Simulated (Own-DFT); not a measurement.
GaN (wurtzite, atoms displaced) (calculated)

A calculation, not a measurement: plane-wave PBE density functional theory by an unreviewed code, no spin, of a simulated periodic cell, stress positive in tension, free energy of the whole cell less one offset for each atom, forces on such cells passed a denser k mesh, this cell's mesh not checked; offsets are fitted by least squares, one for each functional and potential file, so energies compare only between cells with the same atoms and settings and are not formation energies; the far tail of each file's local potential was reset to the Coulomb form; each entry is a single point on an unrelaxed cell, so the pressure reflects the starting lattice, mostly measured values (interpolated for alloys), from which strain is counted, and rises with the displacements; printed positions are rounded, which can move forces by about a meV/angstrom; the program, named Own-DFT, is a retired in-house code; no spin-orbit coupling. Program: Own-DFT development build.

Common to all runs: functional PBE; potential files PseudoDojo norm-conserving, scalar-relativistic, standard set with the stringent files for Ga; wave cutoff 96 hartree; occupations Gaussian; smearing width 0.01 eV; k mesh 3 x 4 x 3 centred on Gamma.

(1) 
```cif
# cell vector a (Å): 12.7560 0.0000 0.0000
# cell vector b (Å): -4.7835 8.2853 0.0000
# cell vector c (Å): 0.0000 0.0000 10.3700
data_GaN
_symmetry_space_group_name_H-M 'P 1'
_symmetry_Int_Tables_number 1
_cell_length_a 12.7560
_cell_length_b 9.5670
_cell_length_c 10.3700
_cell_angle_alpha 90.000
_cell_angle_beta 90.000
_cell_angle_gamma 120.000
_cell_volume 1095.98
loop_
_atom_site_label
_atom_site_type_symbol
_atom_site_fract_x
_atom_site_fract_y
_atom_site_fract_z
_atom_site_occupancy
Ga1 Ga 0.07767 0.22168 0.00285 1
Ga2 Ga 0.16364 0.10426 0.25446 1
N1 N 0.08148 0.22060 0.18764 1
N2 N 0.17465 0.11666 0.43874 1
Ga3 Ga 0.07640 0.21009 0.49390 1
Ga4 Ga 0.15853 0.11012 0.74432 1
N3 N 0.08594 0.22261 0.68697 1
N4 N 0.17051 0.11490 0.94017 1
Ga5 Ga 0.08601 0.55777 0.00451 1
Ga6 Ga 0.17195 0.45036 0.24737 1
N5 N 0.08118 0.55251 0.19826 1
N6 N 0.15804 0.44055 0.44307 1
Ga7 Ga 0.08239 0.55457 0.49988 1
Ga8 Ga 0.17055 0.45508 0.75375 1
N7 N 0.08620 0.56171 0.69960 1
N8 N 0.16430 0.43979 0.92879 1
Ga9 Ga 0.08982 0.88802 0.99132 1
Ga10 Ga 0.16404 0.77832 0.25101 1
N9 N 0.08165 0.87614 0.18618 1
N10 N 0.17081 0.78060 0.43304 1
Ga11 Ga 0.08591 0.88785 0.49923 1
Ga12 Ga 0.16670 0.77901 0.74652 1
N11 N 0.08824 0.89713 0.67978 1
N12 N 0.16894 0.78878 0.93304 1
Ga13 Ga 0.33890 0.22698 0.99629 1
Ga14 Ga 0.41761 0.11395 0.26266 1
N13 N 0.33478 0.22266 0.19878 1
N14 N 0.41723 0.11493 0.43629 1
Ga15 Ga 0.34574 0.22183 0.49763 1
Ga16 Ga 0.41769 0.10886 0.74243 1
N15 N 0.32669 0.22610 0.68834 1
N16 N 0.41285 0.10733 0.94212 1
Ga17 Ga 0.33354 0.55538 0.00342 1
Ga18 Ga 0.41381 0.43607 0.25309 1
N17 N 0.33908 0.56016 0.18521 1
N18 N 0.41109 0.44089 0.43234 1
Ga19 Ga 0.32720 0.54743 0.49446 1
Ga20 Ga 0.41382 0.44050 0.73716 1
N19 N 0.32950 0.54926 0.68485 1
N20 N 0.41586 0.45207 0.93821 1
Ga21 Ga 0.33241 0.88761 0.00292 1
Ga22 Ga 0.42347 0.78800 0.25295 1
N21 N 0.33090 0.88725 0.19356 1
N22 N 0.42118 0.77594 0.44187 1
Ga23 Ga 0.33297 0.88083 0.49750 1
Ga24 Ga 0.41732 0.78870 0.74362 1
N23 N 0.33836 0.89555 0.69471 1
N24 N 0.41057 0.78321 0.93808 1
Ga25 Ga 0.58926 0.21716 0.99581 1
Ga26 Ga 0.67031 0.11809 0.25276 1
N25 N 0.59126 0.23388 0.18872 1
N26 N 0.66376 0.11658 0.43296 1
Ga27 Ga 0.57861 0.21865 0.50403 1
Ga28 Ga 0.66915 0.11672 0.74782 1
N27 N 0.58155 0.21147 0.68978 1
N28 N 0.66386 0.11548 0.93067 1
Ga29 Ga 0.58109 0.56099 0.00489 1
Ga30 Ga 0.66495 0.44549 0.24876 1
N29 N 0.58314 0.55969 0.18287 1
N30 N 0.66411 0.43870 0.43353 1
Ga31 Ga 0.59218 0.56137 0.49931 1
Ga32 Ga 0.67276 0.44683 0.76068 1
N31 N 0.59077 0.56279 0.69223 1
N32 N 0.66117 0.44948 0.93266 1
Ga33 Ga 0.58702 0.88617 0.99237 1
Ga34 Ga 0.66442 0.76735 0.24850 1
N33 N 0.57942 0.88528 0.18013 1
N34 N 0.67292 0.77907 0.44024 1
Ga35 Ga 0.57780 0.88189 0.49666 1
Ga36 Ga 0.66589 0.77231 0.75364 1
N35 N 0.58489 0.88248 0.68443 1
N36 N 0.66892 0.78261 0.93860 1
Ga37 Ga 0.82737 0.21904 0.00051 1
Ga38 Ga 0.92416 0.11989 0.24666 1
N37 N 0.83034 0.22076 0.18875 1
N38 N 0.91454 0.10636 0.43696 1
Ga39 Ga 0.83948 0.23049 0.49808 1
Ga40 Ga 0.91506 0.10164 0.74726 1
N39 N 0.82749 0.22628 0.68402 1
N40 N 0.91406 0.10458 0.93985 1
Ga41 Ga 0.83113 0.56662 0.99786 1
Ga42 Ga 0.91504 0.44006 0.24504 1
N41 N 0.83972 0.55953 0.18689 1
N42 N 0.91879 0.44316 0.43303 1
Ga43 Ga 0.83482 0.55888 0.51428 1
Ga44 Ga 0.92415 0.45659 0.74375 1
N43 N 0.83902 0.56445 0.67743 1
N44 N 0.92474 0.45126 0.94073 1
Ga45 Ga 0.82838 0.89639 0.00396 1
Ga46 Ga 0.91278 0.77566 0.24345 1
N45 N 0.83119 0.89230 0.17882 1
N46 N 0.91206 0.77015 0.44158 1
Ga47 Ga 0.83207 0.88865 0.50452 1
Ga48 Ga 0.91652 0.77604 0.74851 1
N47 N 0.83979 0.88659 0.68698 1
N48 N 0.90548 0.78129 0.94263 1
_calc_free_energy_of_cell_above_offsets '-3.742'  # eV
_calc_pressure 7.43  # GPa
_calc_stress_xx -7.01  # GPa
_calc_stress_yy -6.45  # GPa
_calc_stress_zz -8.84  # GPa
_calc_stress_yz -0.52  # GPa
_calc_stress_xz 0.34  # GPa
_calc_stress_xy 1.06  # GPa
```

Force:
```tsv
element	x (eV/Å)	y (eV/Å)	z (eV/Å)
Ga	1.282	-0.138	-1.067
Ga	0.434	-0.001	-0.997
N	1.226	0.832	0.249
N	-0.548	-0.855	0.172
Ga	1.046	1.156	1.061
Ga	1.459	0.413	1.379
N	-2.094	0.66	-0.504
N	-0.866	-0.191	-0.389
Ga	0.234	0.318	-0.279
Ga	-0.059	-0.401	0.686
N	0.748	0.352	-1.556
N	1.238	-0.245	-1.055
Ga	-0.326	0.453	0.131
Ga	0.43	-1.542	-1.591
N	0.337	0.012	-2.353
N	-0.091	0.554	3.136
Ga	-2.679	1.151	1.382
Ga	0.927	-0.564	-0.343
N	-1.297	1.638	-0.39
N	-0.164	-0.536	1.567
Ga	-0.659	0.265	-1.185
Ga	0.028	1.344	0.426
N	-0.11	-1.49	1.458
N	1.44	-2.056	0.082
Ga	-0.541	0.015	0.753
Ga	0.516	-0.186	-3.669
N	-0.243	-0.938	-1.547
N	1.706	-1.956	1.927
Ga	-3.471	1.116	1.081
Ga	-1.452	1.479	2.076
N	1.937	-1.355	-0.825
N	1.159	0.736	-0.877
Ga	-0.633	0.486	-1.275
Ga	-0.177	1.303	-1.088
N	-0.506	-0.208	1.337
N	1.319	0.697	1.625
Ga	-0.005	-0.133	0.731
Ga	0.378	1.361	1.712
N	0.039	1.638	-0.361
N	0.871	-0.5	-0.664
Ga	-0.509	0.865	0.435
Ga	-0.619	-0.952	-0.751
N	0.308	0.521	0.033
N	-1.685	-0.779	-0.841
Ga	-0.201	0.778	0.467
Ga	1.762	-1.971	1.23
N	-1.496	-1.037	-2.356
N	1.911	-0.89	-0.701
Ga	-3.293	1.234	1.282
Ga	-0.65	-1.06	-0.814
N	-0.627	-1.682	-0.72
N	0.844	-0.933	1.445
Ga	1.148	0.687	-0.571
Ga	0.498	-1.632	-0.548
N	-0.817	1.986	-0.351
N	2.131	-1.247	0.314
Ga	-0.233	-0.464	-1.763
Ga	0.87	0.852	-0.179
N	0.222	-1.362	1.388
N	0.146	0.532	1.243
Ga	-0.798	-0.825	0.292
Ga	-0.686	-0.304	-3.005
N	-0.099	-1.983	-1.029
N	0.998	-0.519	2.542
Ga	-2.354	0.445	0.557
Ga	-0.384	2.253	0.345
N	1.193	0.971	0.816
N	-1.347	-0.099	-0.923
Ga	2.179	1.641	0.549
Ga	0.143	1.26	-0.401
N	-0.335	0.873	0.512
N	-0.109	-0.791	-0.469
Ga	0.87	0.909	-0.563
Ga	-1.658	-1.515	0.516
N	0.86	-0.057	-0.514
N	-0.448	0.061	-0.366
Ga	-0.892	-1.18	-0.2
Ga	-0.282	1.692	0.371
N	1.941	0.434	0.353
N	-0.903	1.54	-0.837
Ga	0.95	-1.296	0.493
Ga	-0.408	0.562	0.491
N	-1.341	-0.828	-0.346
N	-0.686	0.816	0.846
Ga	-0.146	-1.068	-6.793
Ga	-0.712	-1.665	1.569
N	-0.135	-1.07	5.957
N	-1.798	-0.563	-0.642
Ga	0.849	-0.681	-1.186
Ga	0.274	0.519	0.887
N	0.299	-0.09	2.891
N	0.404	1.199	-0.888
Ga	0.916	-0.021	-0.853
Ga	0.65	0.9	0.913
N	-1.593	-0.112	0.397
N	2.039	0.458	-1.481
```

(2) 
```cif
# cell vector a (Å): 12.7560 0.0000 0.0000
# cell vector b (Å): -4.7835 8.2853 0.0000
# cell vector c (Å): 0.0000 0.0000 10.3700
data_GaN
_symmetry_space_group_name_H-M 'P 1'
_symmetry_Int_Tables_number 1
_cell_length_a 12.7560
_cell_length_b 9.5670
_cell_length_c 10.3700
_cell_angle_alpha 90.000
_cell_angle_beta 90.000
_cell_angle_gamma 120.000
_cell_volume 1095.98
loop_
_atom_site_label
_atom_site_type_symbol
_atom_site_fract_x
_atom_site_fract_y
_atom_site_fract_z
_atom_site_occupancy
Ga1 Ga 0.08361 0.22603 0.00260 1
Ga2 Ga 0.17462 0.11814 0.24675 1
N1 N 0.07962 0.21761 0.18826 1
N2 N 0.16517 0.11236 0.42434 1
Ga3 Ga 0.07526 0.21519 0.50650 1
Ga4 Ga 0.15900 0.10188 0.75434 1
N3 N 0.08511 0.22523 0.69039 1
N4 N 0.15218 0.11063 0.94111 1
Ga5 Ga 0.08442 0.56434 0.99990 1
Ga6 Ga 0.16871 0.44817 0.24098 1
N5 N 0.08054 0.54867 0.18551 1
N6 N 0.16590 0.44341 0.43748 1
Ga7 Ga 0.08405 0.55464 0.50806 1
Ga8 Ga 0.16438 0.44072 0.75412 1
N7 N 0.07928 0.55563 0.68341 1
N8 N 0.16896 0.43997 0.93526 1
Ga9 Ga 0.08565 0.88381 0.01247 1
Ga10 Ga 0.16557 0.76831 0.25127 1
N9 N 0.08119 0.88883 0.18558 1
N10 N 0.17526 0.77578 0.43853 1
Ga11 Ga 0.08205 0.88355 0.49862 1
Ga12 Ga 0.16436 0.78189 0.74743 1
N11 N 0.08643 0.89089 0.68575 1
N12 N 0.16684 0.78194 0.93511 1
Ga13 Ga 0.32470 0.21959 0.99892 1
Ga14 Ga 0.41353 0.10257 0.25631 1
N13 N 0.33205 0.22874 0.18596 1
N14 N 0.42030 0.11335 0.44242 1
Ga15 Ga 0.33722 0.22075 0.49760 1
Ga16 Ga 0.41800 0.11757 0.75055 1
N15 N 0.33359 0.23415 0.68973 1
N16 N 0.41595 0.10573 0.93734 1
Ga17 Ga 0.33506 0.55786 0.00016 1
Ga18 Ga 0.42232 0.44259 0.24621 1
N17 N 0.33420 0.55338 0.20631 1
N18 N 0.42081 0.43943 0.44488 1
Ga19 Ga 0.32811 0.55147 0.49988 1
Ga20 Ga 0.42380 0.45219 0.74566 1
N19 N 0.33819 0.56144 0.69189 1
N20 N 0.41333 0.44965 0.93097 1
Ga21 Ga 0.32964 0.88603 0.99900 1
Ga22 Ga 0.41110 0.78222 0.24958 1
N21 N 0.33686 0.90270 0.19212 1
N22 N 0.41432 0.78819 0.43828 1
Ga23 Ga 0.33752 0.89516 0.50108 1
Ga24 Ga 0.41968 0.78038 0.74320 1
N23 N 0.33682 0.88393 0.68527 1
N24 N 0.42010 0.77889 0.93967 1
Ga25 Ga 0.58537 0.21865 0.99772 1
Ga26 Ga 0.66173 0.11292 0.26522 1
N25 N 0.58750 0.22190 0.19281 1
N26 N 0.66504 0.10170 0.44522 1
Ga27 Ga 0.58518 0.23431 0.50099 1
Ga28 Ga 0.66318 0.11470 0.75211 1
N27 N 0.57691 0.22620 0.69083 1
N28 N 0.67011 0.12026 0.93493 1
Ga29 Ga 0.58464 0.56068 0.00394 1
Ga30 Ga 0.66394 0.43561 0.25534 1
N29 N 0.58183 0.54987 0.19371 1
N30 N 0.66966 0.44982 0.43425 1
Ga31 Ga 0.58252 0.56207 0.50111 1
Ga32 Ga 0.67119 0.44379 0.75099 1
N31 N 0.58454 0.55621 0.69163 1
N32 N 0.65451 0.43315 0.93772 1
Ga33 Ga 0.59603 0.89689 0.99358 1
Ga34 Ga 0.66305 0.76860 0.24074 1
N33 N 0.58473 0.89468 0.18551 1
N34 N 0.66479 0.78327 0.43797 1
Ga35 Ga 0.58658 0.89189 0.50247 1
Ga36 Ga 0.66309 0.76550 0.75097 1
N35 N 0.57591 0.88388 0.69253 1
N36 N 0.65526 0.77588 0.94421 1
Ga37 Ga 0.84622 0.22773 0.00151 1
Ga38 Ga 0.91862 0.10887 0.24712 1
N37 N 0.83211 0.21939 0.19178 1
N38 N 0.91929 0.11962 0.43413 1
Ga39 Ga 0.83220 0.21134 0.49526 1
Ga40 Ga 0.90565 0.10934 0.75098 1
N39 N 0.82404 0.21653 0.68613 1
N40 N 0.91425 0.11955 0.93893 1
Ga41 Ga 0.83715 0.56463 0.00178 1
Ga42 Ga 0.91465 0.44538 0.24763 1
N41 N 0.83254 0.56506 0.18919 1
N42 N 0.92137 0.45133 0.44430 1
Ga43 Ga 0.83627 0.56296 0.50482 1
Ga44 Ga 0.91700 0.43997 0.74427 1
N43 N 0.83374 0.55270 0.69296 1
N44 N 0.90972 0.43517 0.93775 1
Ga45 Ga 0.83551 0.88475 0.99994 1
Ga46 Ga 0.91744 0.77878 0.25347 1
N45 N 0.83644 0.89611 0.19365 1
N46 N 0.92590 0.78001 0.44253 1
Ga47 Ga 0.84117 0.89271 0.49903 1
Ga48 Ga 0.91227 0.77304 0.74824 1
N47 N 0.82931 0.88818 0.68385 1
N48 N 0.91128 0.77516 0.93310 1
_calc_free_energy_of_cell_above_offsets '-4.348'  # eV
_calc_pressure 7.07  # GPa
_calc_stress_xx -6.4  # GPa
_calc_stress_yy -7.72  # GPa
_calc_stress_zz -7.1  # GPa
_calc_stress_yz -0.59  # GPa
_calc_stress_xz 0.87  # GPa
_calc_stress_xy 0.47  # GPa
```

Force:
```tsv
element	x (eV/Å)	y (eV/Å)	z (eV/Å)
Ga	-1.204	0.031	0.216
Ga	-1.639	-0.709	-0.4
N	0.781	0.919	-0.335
N	0.357	-0.49	2.87
Ga	1.723	1.395	-1.195
Ga	0.497	1.777	-0.264
N	-1.074	-1.237	0.182
N	2.546	-1.517	-0.24
Ga	0.25	-1.562	-0.887
Ga	-0.096	-1.538	1.866
N	-0.256	1.015	-0.257
N	-0.495	-0.558	-0.033
Ga	0.768	0.033	-2.421
Ga	0.702	1.083	-1.099
N	0.777	0.157	2.539
N	-1.244	1.206	1.293
Ga	-1.264	0.886	-2.777
Ga	-0.335	0.962	0.377
N	0.824	-0.299	2.192
N	-1.717	0.096	-0.057
Ga	2.285	1.693	-0.386
Ga	1.676	-0.471	-0.272
N	-1.238	-0.513	-0.002
N	-0.298	-0.389	0.207
Ga	0.938	0.585	-0.934
Ga	0.02	3.065	-0.233
N	1.623	-0.739	-0.299
N	0.002	0.253	-0.54
Ga	-1.639	-0.069	0.785
Ga	-1.237	-1.018	0.053
N	0.129	-1.979	-0.166
N	-0.976	0.547	0.481
Ga	0.067	0.475	0.285
Ga	-1.496	0.123	1.729
N	0.235	0.744	-2.233
N	-0.991	0.731	-1.147
Ga	0.659	0.655	-0.022
Ga	-1.468	-0.541	0.532
N	-0.874	-0.99	-0.858
N	1.118	-0.822	1.526
Ga	1.599	0.498	-0.07
Ga	1.808	-0.036	0.287
N	-0.859	-3.036	-1.513
N	1.9	-1.241	-0.173
Ga	-0.233	-0.362	0.478
Ga	-1.164	-1.009	1.824
N	-2.019	1.22	0.728
N	-0.661	0.331	0.089
Ga	-0.864	-0.212	1.022
Ga	1.546	-0.998	-2.027
N	-1.344	-0.316	-0.452
N	-0.835	2.36	0.228
Ga	0.797	-0.945	0.527
Ga	-0.42	-0.817	-0.53
N	1.601	0.224	-0.913
N	1.15	-0.596	0.446
Ga	-0.577	-1.808	-0.498
Ga	0.16	0.94	-1.304
N	1.01	0.172	-1.093
N	0.112	0.478	1.71
Ga	0.623	0.139	-0.078
Ga	-1.229	-0.118	0.58
N	1.318	-0.466	-0.941
N	1.005	2.001	0.378
Ga	-4.113	1.71	1.717
Ga	-0.732	1.972	1.386
N	-0.016	-0.532	0.331
N	1.671	-0.524	-0.44
Ga	-1.279	-1.513	0.488
Ga	-0.935	1.98	0.25
N	2.687	1.404	-0.593
N	4.491	-0.976	-1.562
Ga	-3.543	-0.158	1.503
Ga	-0.861	1.205	0.469
N	-0.259	0.472	0.089
N	0.677	-1.827	0.223
Ga	-1.217	1.863	0.648
Ga	1.223	0.177	0
N	0.677	0.539	-0.459
N	2.381	-2.427	-0.816
Ga	-0.683	-2.116	-0.327
Ga	-0.105	-0.447	0.895
N	0.447	-0.995	-0.037
N	-0.854	-0.896	-0.832
Ga	0.338	-1.235	-0.515
Ga	-0.336	-0.324	0.812
N	-0.08	0.352	-0.624
N	0.507	2.53	-0.379
Ga	-1.325	1.143	0.413
Ga	-0.17	0.586	-0.006
N	0.106	-2.032	-1.043
N	-2.085	-0.41	-0.698
Ga	-1.379	-0.14	-0.739
Ga	0.328	0.875	-0.238
N	0.536	-0.146	0.908
N	1.044	0.499	0.392
```
